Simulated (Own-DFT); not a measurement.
Hf$_{36}$O$_{71}$ (tetragonal hafnia with one neutral oxygen vacancy, atoms displaced) (calculated)

A calculation, not a measurement: plane-wave PBE and HSE06 DFT by an unreviewed code, no spin, of a simulated cell at Gamma alone, so results move with cell size and shape, stress positive in tension, energies less offsets, not probed for a lower state with spin; hafnium file: forces about 75 meV/angstrom off all-electron values; oxygen file: force components 24 meV/angstrom off all-electron in a glass; k mesh not checked against a denser one; forces and stress are PBE's, HSE06 gives the energy alone, and its difference from PBE has offsets of its own; offsets are fitted by least squares, one for each functional and potential file, so energies compare only between cells with the same atoms and settings and are not formation energies; the far tail of each file's local potential was reset to the Coulomb form; each entry is a single point on an unrelaxed cell, so the pressure reflects the starting lattice, taken from the Materials Project, from which strain is counted, and rises with the displacements; printed positions are rounded, which can move forces by about a meV/angstrom; the program is a retired in-house code; no spin-orbit coupling. Program: Own-DFT development build.

Common to all runs: first functional PBE; second functional HSE06; exact exchange share 0.25; screening 0.11 1/bohr; exchange divergence Gygi-Baldereschi; potential files PseudoDojo norm-conserving, scalar-relativistic, made for PBE, standard set; wave cutoff 48 hartree; occupations fixed; k mesh 1 x 1 x 1 centred on Gamma.

(1) 
```cif
# cell vector a (Å): 10.7800 0.0000 0.0000
# cell vector b (Å): 0.0000 10.7800 0.0000
# cell vector c (Å): 0.0000 0.0000 10.4493
data_Hf36O71
_symmetry_space_group_name_H-M 'P 1'
_symmetry_Int_Tables_number 1
_cell_length_a 10.7800
_cell_length_b 10.7800
_cell_length_c 10.4493
_cell_angle_alpha 90.000
_cell_angle_beta 90.000
_cell_angle_gamma 90.000
_cell_volume 1214.30
loop_
_atom_site_label
_atom_site_type_symbol
_atom_site_fract_x
_atom_site_fract_y
_atom_site_fract_z
_atom_site_occupancy
Hf1 Hf 0.00089 0.00178 0.00150 1
Hf2 Hf 0.16349 0.16516 0.24795 1
O1 O 0.99546 0.16585 0.14931 1
O2 O 0.16693 0.99695 0.34689 1
O3 O 0.00571 0.16404 0.40582 1
O4 O 0.16252 0.99796 0.09793 1
Hf3 Hf 0.99972 0.99876 0.49758 1
Hf4 Hf 0.16634 0.16985 0.74881 1
O5 O 0.00258 0.16662 0.65113 1
O6 O 0.16840 0.00053 0.84654 1
O7 O 0.99861 0.16994 0.90537 1
O8 O 0.16199 0.99726 0.59498 1
Hf5 Hf 0.00110 0.33492 0.99952 1
Hf6 Hf 0.16902 0.49975 0.25090 1
O9 O 0.00632 0.50039 0.15863 1
O10 O 0.17011 0.33110 0.34818 1
O11 O 0.99837 0.49749 0.40033 1
O12 O 0.16368 0.33532 0.09431 1
Hf7 Hf 0.99286 0.33406 0.49504 1
Hf8 Hf 0.16463 0.50013 0.75046 1
O13 O 0.99709 0.49978 0.65362 1
O14 O 0.17107 0.33255 0.84428 1
O15 O 0.99982 0.50370 0.90311 1
O16 O 0.16731 0.33186 0.59536 1
Hf9 Hf 0.99791 0.66674 0.00394 1
Hf10 Hf 0.16230 0.83363 0.24879 1
O17 O 0.99838 0.83519 0.15437 1
O18 O 0.16874 0.66465 0.34899 1
O19 O 0.00100 0.82634 0.40308 1
O20 O 0.16644 0.66374 0.09528 1
Hf11 Hf 0.99924 0.66317 0.50643 1
Hf12 Hf 0.16487 0.83797 0.75212 1
O21 O 0.00526 0.83263 0.65239 1
O22 O 0.16943 0.66513 0.84633 1
O23 O 0.00359 0.83794 0.89698 1
O24 O 0.16505 0.66576 0.60279 1
Hf13 Hf 0.33579 0.00580 0.00244 1
Hf14 Hf 0.50440 0.16614 0.24911 1
O25 O 0.33212 0.16686 0.15337 1
O26 O 0.50065 0.99645 0.34450 1
O27 O 0.33399 0.16717 0.40281 1
O28 O 0.49680 0.00350 0.09938 1
Hf15 Hf 0.33094 0.00530 0.50079 1
Hf16 Hf 0.50109 0.16325 0.75049 1
O29 O 0.33474 0.16761 0.65237 1
O30 O 0.49747 0.00247 0.85362 1
O31 O 0.33337 0.16417 0.90640 1
O32 O 0.50122 0.00016 0.60100 1
Hf17 Hf 0.33517 0.33118 0.00061 1
Hf18 Hf 0.49929 0.49746 0.24960 1
O33 O 0.33135 0.49911 0.15451 1
O34 O 0.49985 0.33529 0.35066 1
O35 O 0.33028 0.49956 0.40094 1
O36 O 0.50060 0.33800 0.09702 1
Hf19 Hf 0.33463 0.33288 0.50670 1
Hf20 Hf 0.50533 0.50370 0.75150 1
O37 O 0.33695 0.49950 0.64991 1
O38 O 0.49826 0.33464 0.84807 1
O39 O 0.32609 0.50404 0.90011 1
O40 O 0.50299 0.33453 0.59757 1
Hf21 Hf 0.33033 0.66473 0.99884 1
Hf22 Hf 0.50839 0.82969 0.24784 1
O41 O 0.33232 0.83618 0.15521 1
O42 O 0.50153 0.66628 0.34835 1
O43 O 0.32961 0.82978 0.40787 1
O44 O 0.49472 0.66651 0.10257 1
Hf23 Hf 0.33307 0.66689 0.50267 1
Hf24 Hf 0.50395 0.83321 0.75049 1
O45 O 0.33124 0.83308 0.64785 1
O46 O 0.50106 0.66675 0.84842 1
O47 O 0.33562 0.83250 0.90024 1
O48 O 0.50039 0.67293 0.59952 1
Hf25 Hf 0.66538 0.00256 0.99898 1
Hf26 Hf 0.83514 0.16854 0.24762 1
O49 O 0.66522 0.16917 0.15328 1
O50 O 0.83127 0.99678 0.34297 1
O51 O 0.66612 0.16638 0.40157 1
O52 O 0.84004 0.00023 0.10059 1
Hf27 Hf 0.66868 0.00298 0.50409 1
Hf28 Hf 0.83320 0.16662 0.75014 1
O53 O 0.67470 0.16149 0.65088 1
O54 O 0.82891 0.00150 0.84856 1
O55 O 0.67177 0.16903 0.90738 1
Hf29 Hf 0.66510 0.33365 0.00259 1
Hf30 Hf 0.83012 0.49712 0.24857 1
O56 O 0.66503 0.50066 0.15258 1
O57 O 0.83472 0.33035 0.35151 1
O58 O 0.66734 0.49989 0.39950 1
O59 O 0.83172 0.33220 0.10350 1
Hf31 Hf 0.66878 0.33593 0.50156 1
Hf32 Hf 0.82909 0.50422 0.74213 1
O60 O 0.66695 0.50184 0.65538 1
O61 O 0.83571 0.32843 0.85096 1
O62 O 0.66345 0.49711 0.90012 1
O63 O 0.83265 0.33506 0.59551 1
Hf33 Hf 0.66477 0.66878 0.99566 1
Hf34 Hf 0.83553 0.83336 0.25432 1
O64 O 0.66391 0.83364 0.14827 1
O65 O 0.83315 0.66424 0.34534 1
O66 O 0.66402 0.83310 0.40637 1
O67 O 0.83127 0.66877 0.10205 1
Hf35 Hf 0.66627 0.66582 0.49924 1
Hf36 Hf 0.83476 0.83005 0.75197 1
O68 O 0.66667 0.83660 0.64964 1
O69 O 0.83355 0.66613 0.85317 1
O70 O 0.66650 0.83651 0.90033 1
O71 O 0.83650 0.66458 0.60387 1
_calc_PBE_energy_of_cell_above_offsets '-100.784'  # eV
_calc_HSE06_less_PBE_above_offsets '-0.139'  # eV
_calc_PBE_pressure 0.69  # GPa
_calc_PBE_stress_xx -1  # GPa
_calc_PBE_stress_yy 0.23  # GPa
_calc_PBE_stress_zz -1.28  # GPa
_calc_PBE_stress_yz 0.07  # GPa
_calc_PBE_stress_xz 0.09  # GPa
_calc_PBE_stress_xy -0.02  # GPa
```

Force:
```
element  x (eV/Å)  y (eV/Å)  z (eV/Å)
     Hf     0.025     0.012    -0.603
     Hf     0.441      0.27     0.646
      O     0.908     0.341     0.488
      O    -0.153      0.66    -0.115
      O    -0.524     0.209     -0.81
      O     0.553     0.426      0.03
     Hf    -0.218      -0.6     0.492
     Hf    -0.271    -0.486    -0.096
      O    -0.991     -0.28     0.279
      O    -0.003     0.981     0.079
      O     0.473    -0.586    -0.335
      O     0.714     0.464     0.139
     Hf     -0.68     0.305    -0.132
     Hf     0.446     0.001      0.98
      O    -1.962     0.063    -0.868
      O     -0.43    -0.182    -0.592
      O    -0.185     0.338     0.669
      O     0.706    -0.506         0
     Hf     1.742    -0.232     0.304
     Hf     0.904     0.642    -0.196
      O     0.069    -0.208    -0.288
      O    -0.252     0.011     0.392
      O     0.108    -0.536     0.196
      O    -0.666     0.106     0.235
     Hf     0.437     0.183     -0.35
     Hf      1.74     -0.73     0.612
      O    -0.153    -0.388    -0.475
      O    -0.355     0.165    -0.225
      O    -0.441     0.796      0.05
      O    -0.387     0.384     0.195
     Hf      1.34     0.027    -0.981
     Hf     1.281    -0.925    -0.128
      O    -1.858     0.191    -0.188
      O    -0.418     0.615     0.096
      O    -0.518    -0.754     0.805
      O    -0.082     -0.52    -0.511
     Hf    -0.817    -2.148     0.258
     Hf    -1.144    -0.457     1.191
      O     0.093      0.26     -0.17
      O      0.05     0.698     0.185
      O     0.088     -0.01     0.146
      O     1.185     0.241    -0.191
     Hf     0.145    -1.809    -0.446
     Hf    -0.021     0.422    -0.168
      O     0.135    -0.149     0.319
      O     0.579    -0.047    -0.413
      O     0.176     1.091    -0.682
      O    -0.088     0.463     0.056
     Hf    -0.661     0.926    -0.218
     Hf    -0.784     0.631     0.398
      O     0.604    -0.298    -0.616
      O     0.273    -0.527     -0.47
      O     0.418    -0.198     0.499
      O    -0.255    -0.336     0.236
     Hf    -0.402     0.713     -1.33
     Hf    -1.762    -0.665     0.095
      O     -0.06     -0.09     0.579
      O      -0.1    -0.519    -0.145
      O     0.642    -1.187     0.367
      O     0.678    -0.333      0.43
     Hf     -0.18      0.97     0.129
     Hf    -2.329     0.097     0.652
      O     0.068    -0.014     0.079
      O      0.38    -0.456     0.266
      O     0.127     0.893    -0.124
      O         1    -0.077    -0.909
     Hf    -0.707     0.293    -0.454
     Hf    -1.787     0.271    -0.475
      O     0.576     0.204     1.147
      O     0.544     0.114     0.169
      O     0.116     0.366     0.476
      O     0.807    -0.443     0.132
     Hf     0.483    -0.234     0.617
     Hf     -0.52    -0.619     0.156
      O     0.629    -0.189    -0.305
      O       0.2     0.974     1.006
      O    -0.032     0.312     0.325
      O    -1.714     0.012    -0.455
     Hf     0.122    -0.453     -0.43
     Hf     1.251    -0.057     0.564
      O    -1.168    -0.196      0.13
      O      0.11     -0.43    -0.791
      O    -0.664    -0.229    -0.525
     Hf     0.637     0.286    -0.297
     Hf     0.851      0.49     0.083
      O     0.236    -0.062    -0.355
      O     0.013     0.166    -0.164
      O     0.314    -0.171     0.611
      O     0.245     0.355     -0.23
     Hf    -0.899    -0.738    -1.006
     Hf     1.519    -0.911     2.077
      O    -0.296     0.095    -1.288
      O    -0.239     1.467    -0.668
      O     0.195     0.598     0.187
      O    -0.292     0.261     0.702
     Hf     -0.24    -0.273     1.061
     Hf    -0.277     -0.73     -0.65
      O     1.235      0.16    -0.194
      O    -0.322     0.051     0.657
      O     0.377     -0.13    -0.277
      O    -0.056    -0.295    -0.651
     Hf    -0.425      0.73    -0.513
     Hf     0.491     0.979    -0.245
      O     1.003     0.041      0.54
      O    -0.446     -0.09    -0.319
      O     -0.13    -0.391     -0.08
      O    -1.116     0.072    -0.062
```

(2) 
```cif
# cell vector a (Å): 10.7800 0.0000 0.0000
# cell vector b (Å): 0.0000 10.7800 0.0000
# cell vector c (Å): 0.0000 0.0000 10.4493
data_Hf36O71
_symmetry_space_group_name_H-M 'P 1'
_symmetry_Int_Tables_number 1
_cell_length_a 10.7800
_cell_length_b 10.7800
_cell_length_c 10.4493
_cell_angle_alpha 90.000
_cell_angle_beta 90.000
_cell_angle_gamma 90.000
_cell_volume 1214.30
loop_
_atom_site_label
_atom_site_type_symbol
_atom_site_fract_x
_atom_site_fract_y
_atom_site_fract_z
_atom_site_occupancy
Hf1 Hf 0.99766 0.99337 0.00624 1
Hf2 Hf 0.17077 0.16852 0.25544 1
O1 O 0.00755 0.16854 0.15635 1
O2 O 0.15924 0.99922 0.34500 1
O3 O 0.99560 0.16981 0.40776 1
O4 O 0.17153 0.99400 0.09812 1
Hf3 Hf 0.00042 0.99775 0.49164 1
Hf4 Hf 0.16062 0.16097 0.75002 1
O5 O 0.99492 0.16111 0.66004 1
O6 O 0.17255 0.00383 0.85453 1
O7 O 0.99956 0.16658 0.89960 1
O8 O 0.16823 0.99730 0.59547 1
Hf5 Hf 0.00670 0.33511 0.99954 1
Hf6 Hf 0.16143 0.49120 0.25228 1
O9 O 0.00097 0.49934 0.14502 1
O10 O 0.16126 0.33339 0.34465 1
O11 O 0.00179 0.50508 0.40283 1
O12 O 0.16343 0.32655 0.10278 1
Hf7 Hf 0.99827 0.32926 0.49290 1
Hf8 Hf 0.16262 0.50073 0.75262 1
O13 O 0.99661 0.50507 0.65305 1
O14 O 0.16863 0.32787 0.85544 1
O15 O 0.00145 0.49664 0.90366 1
O16 O 0.17230 0.33690 0.60124 1
Hf9 Hf 0.01150 0.66492 0.99288 1
Hf10 Hf 0.16359 0.83869 0.24762 1
O17 O 0.00608 0.83678 0.15659 1
O18 O 0.16450 0.65923 0.35003 1
O19 O 0.99763 0.82612 0.40392 1
O20 O 0.17006 0.66982 0.09386 1
Hf11 Hf 0.00175 0.66891 0.49613 1
Hf12 Hf 0.16545 0.83161 0.74533 1
O21 O 0.99894 0.84206 0.65159 1
O22 O 0.17268 0.66119 0.85248 1
O23 O 0.00229 0.83676 0.90708 1
O24 O 0.16658 0.66448 0.60109 1
Hf13 Hf 0.32763 0.99365 0.99944 1
Hf14 Hf 0.49412 0.16350 0.25036 1
O25 O 0.32837 0.16568 0.15856 1
O26 O 0.50152 0.99827 0.35342 1
O27 O 0.32965 0.15649 0.40169 1
O28 O 0.49968 0.99725 0.10383 1
Hf15 Hf 0.33199 0.99757 0.50029 1
Hf16 Hf 0.50329 0.17491 0.75346 1
O29 O 0.32925 0.17167 0.65891 1
O30 O 0.49654 0.99857 0.84528 1
O31 O 0.33340 0.17547 0.90253 1
O32 O 0.49457 0.00661 0.59685 1
Hf17 Hf 0.33051 0.33520 0.00118 1
Hf18 Hf 0.49683 0.50575 0.23958 1
O33 O 0.33559 0.50555 0.15476 1
O34 O 0.49927 0.33518 0.34098 1
O35 O 0.33352 0.49776 0.40558 1
O36 O 0.50082 0.33183 0.09630 1
Hf19 Hf 0.34186 0.33595 0.49717 1
Hf20 Hf 0.50163 0.48943 0.74702 1
O37 O 0.33198 0.49968 0.64362 1
O38 O 0.50275 0.33255 0.84791 1
O39 O 0.32691 0.49928 0.90062 1
O40 O 0.50048 0.33557 0.59451 1
Hf21 Hf 0.33117 0.66070 0.99722 1
Hf22 Hf 0.49432 0.83601 0.24931 1
O41 O 0.33772 0.83675 0.16304 1
O42 O 0.48466 0.66490 0.34463 1
O43 O 0.32977 0.83830 0.40295 1
O44 O 0.49843 0.66169 0.10111 1
Hf23 Hf 0.33497 0.66991 0.50187 1
Hf24 Hf 0.49266 0.83173 0.75227 1
O45 O 0.33288 0.83272 0.64979 1
O46 O 0.49742 0.66552 0.84384 1
O47 O 0.33222 0.83724 0.89896 1
O48 O 0.48919 0.66596 0.59703 1
Hf25 Hf 0.66894 0.99468 0.99919 1
Hf26 Hf 0.83578 0.16963 0.24585 1
O49 O 0.66547 0.15893 0.14804 1
O50 O 0.83835 0.99643 0.35516 1
O51 O 0.67117 0.16660 0.39416 1
O52 O 0.83280 0.99941 0.08825 1
Hf27 Hf 0.66512 0.99348 0.49670 1
Hf28 Hf 0.83150 0.16363 0.74929 1
O53 O 0.66424 0.16646 0.64802 1
O54 O 0.82791 0.00172 0.84992 1
O55 O 0.66483 0.16506 0.90768 1
O56 O 0.83904 0.00526 0.59572 1
Hf29 Hf 0.66288 0.32942 0.99416 1
Hf30 Hf 0.83303 0.49661 0.25263 1
O57 O 0.66878 0.50098 0.15021 1
O58 O 0.83360 0.32955 0.34717 1
O59 O 0.83768 0.32708 0.10190 1
Hf31 Hf 0.67364 0.32976 0.49958 1
Hf32 Hf 0.83515 0.49289 0.74192 1
O60 O 0.66609 0.49302 0.65063 1
O61 O 0.83887 0.32656 0.84826 1
O62 O 0.66827 0.49277 0.90818 1
O63 O 0.82646 0.32942 0.60079 1
Hf33 Hf 0.66514 0.67004 0.99992 1
Hf34 Hf 0.83947 0.83842 0.25112 1
O64 O 0.66858 0.83193 0.15496 1
O65 O 0.82917 0.67081 0.35302 1
O66 O 0.66620 0.83562 0.40414 1
O67 O 0.83865 0.66740 0.09829 1
Hf35 Hf 0.67107 0.67075 0.50539 1
Hf36 Hf 0.83354 0.83781 0.74266 1
O68 O 0.65981 0.82947 0.64414 1
O69 O 0.82731 0.67423 0.84709 1
O70 O 0.66645 0.83990 0.90386 1
O71 O 0.83848 0.66770 0.59839 1
_calc_PBE_stress_zz ?
_calc_PBE_stress_yy ?
_calc_PBE_pressure ?
```

To be estimated
1. Estimate the PBE stress zz of Hf$_{36}$O$_{71}$ (tetragonal hafnia with one neutral oxygen vacancy, atoms displaced) (entry 2).
2. Hf$_{36}$O$_{71}$ (tetragonal hafnia with one neutral oxygen vacancy, atoms displaced) (entry 2): PBE stress yy?
3. Give the missing PBE pressure for Hf$_{36}$O$_{71}$ (tetragonal hafnia with one neutral oxygen vacancy, atoms displaced) (entry 2).

Answers
1. -2.57 GPa
2. -2.4 GPa
3. 2.25 GPa

Further results for Hf$_{36}$O$_{71}$ (tetragonal hafnia with one neutral oxygen vacancy, atoms displaced) (entry 2):

* PBE energy of cell above offsets: -97.726 eV
* HSE06 less PBE above offsets: -0.037 eV
* PBE stress xx: -1.77 GPa
* PBE stress yz: -0.67 GPa
* PBE stress xz: -0.83 GPa
* PBE stress xy: 0.12 GPa

Force:
```
element  x (eV/Å)  y (eV/Å)  z (eV/Å)
     Hf     1.209     2.202    -1.104
     Hf     -0.33    -0.471    -0.695
      O    -0.825     -0.97     0.157
      O    -0.659     0.149     0.429
      O     0.243    -0.915    -0.616
      O    -1.153     -0.25     0.513
     Hf    -0.083     0.074     1.328
     Hf     1.002      1.23     0.494
      O     0.844     0.546    -1.459
      O    -0.223    -1.288    -0.828
      O      0.09    -0.893     1.122
      O    -0.821    -0.002     0.421
     Hf    -1.247    -1.556    -0.113
     Hf     0.554     2.159    -0.237
      O     0.387    -0.022     0.817
      O    -0.176    -0.651     1.338
      O    -0.503    -1.688    -0.551
      O     1.491     0.861     0.125
     Hf     0.959     1.543     2.038
     Hf     1.032    -1.935    -1.326
      O     0.499    -0.555    -0.055
      O    -0.537      1.17    -0.603
      O      0.11     1.016    -1.075
      O    -1.824     -0.18    -1.063
     Hf    -2.228    -0.349     1.116
     Hf     2.017    -1.497     1.137
      O    -1.465     0.315    -0.789
      O    -0.006     1.123    -0.773
      O     0.338     1.594     -0.86
      O    -0.119     0.293     0.384
     Hf     0.503    -1.379     0.676
     Hf     0.518     0.705      0.39
      O     0.502     -0.45     0.134
      O    -0.712     1.451     -0.53
      O     0.339     -0.93    -0.976
      O    -0.593     0.713     0.474
     Hf     1.713     1.922    -0.439
     Hf     1.619    -0.077    -0.227
      O     0.652     0.199    -0.732
      O     0.102      0.21    -0.357
      O    -0.019     1.815     -0.17
      O    -0.507    -0.015    -0.693
     Hf     1.002     0.347     0.831
     Hf    -1.462     -3.09    -1.028
      O     0.794    -0.118    -0.203
      O     0.086     0.561     0.093
      O     0.563     -1.21     1.061
      O     0.762    -0.492    -0.092
     Hf    -0.331    -1.082     0.052
     Hf     1.176    -0.578     1.632
      O    -2.152    -0.535    -1.088
      O    -0.054    -0.258     0.447
      O    -0.338    -0.007    -0.629
      O    -0.584     0.064    -0.396
     Hf    -1.215    -0.185     0.658
     Hf    -0.885     1.915    -0.742
      O     0.334    -0.239     1.715
      O     0.067     0.924     0.505
      O     0.545    -0.441    -0.023
      O     0.809    -0.119     0.613
     Hf     0.893     0.524     0.232
     Hf     1.925     0.017     0.903
      O    -2.001      -0.2    -1.845
      O     0.944     0.496      0.31
      O    -0.199    -0.642    -0.085
      O     0.129     0.514    -1.154
     Hf    -0.863    -1.059    -1.281
     Hf     0.617     0.782     -0.33
      O    -0.726    -0.036     0.374
      O     0.269    -0.636     0.536
      O    -0.101    -1.768     0.285
      O     2.711     0.021     0.228
     Hf    -1.588     1.577     0.728
     Hf     -1.32    -0.283    -0.681
      O     0.294     0.351     0.874
      O     0.285     0.566    -1.187
      O    -0.009    -0.332     0.779
      O     0.715    -0.261     1.964
     Hf    -0.691     1.906     0.705
     Hf    -0.124     -0.12     0.519
      O     0.149     0.109     0.497
      O     0.318    -0.785    -0.628
      O    -0.313    -0.201    -1.428
      O     -1.33    -0.744     0.044
     Hf     1.208    -0.236     2.082
     Hf    -0.505     1.307     -0.94
      O     0.239     0.049     1.019
      O      0.16     0.848     0.682
      O    -0.556     0.037    -0.265
     Hf    -1.469     0.073    -1.277
     Hf    -0.646     0.555     1.825
      O     0.059     0.717    -0.101
      O     -0.47     1.225     -0.47
      O    -0.168     1.552    -1.072
      O     2.153     0.418    -0.182
     Hf     1.532    -0.445     0.315
     Hf    -1.475    -1.732    -0.294
      O     0.037     -0.08    -0.102
      O    -0.365    -0.585    -0.506
      O     0.007    -1.255    -0.427
      O     0.103     0.249     -0.52
     Hf      -0.3    -0.457     -0.79
     Hf    -1.013    -0.297      0.91
      O     0.815     0.278     0.906
      O     0.277    -0.895     -0.74
      O    -0.476    -2.018    -0.783
      O    -0.944     0.226     0.138
```
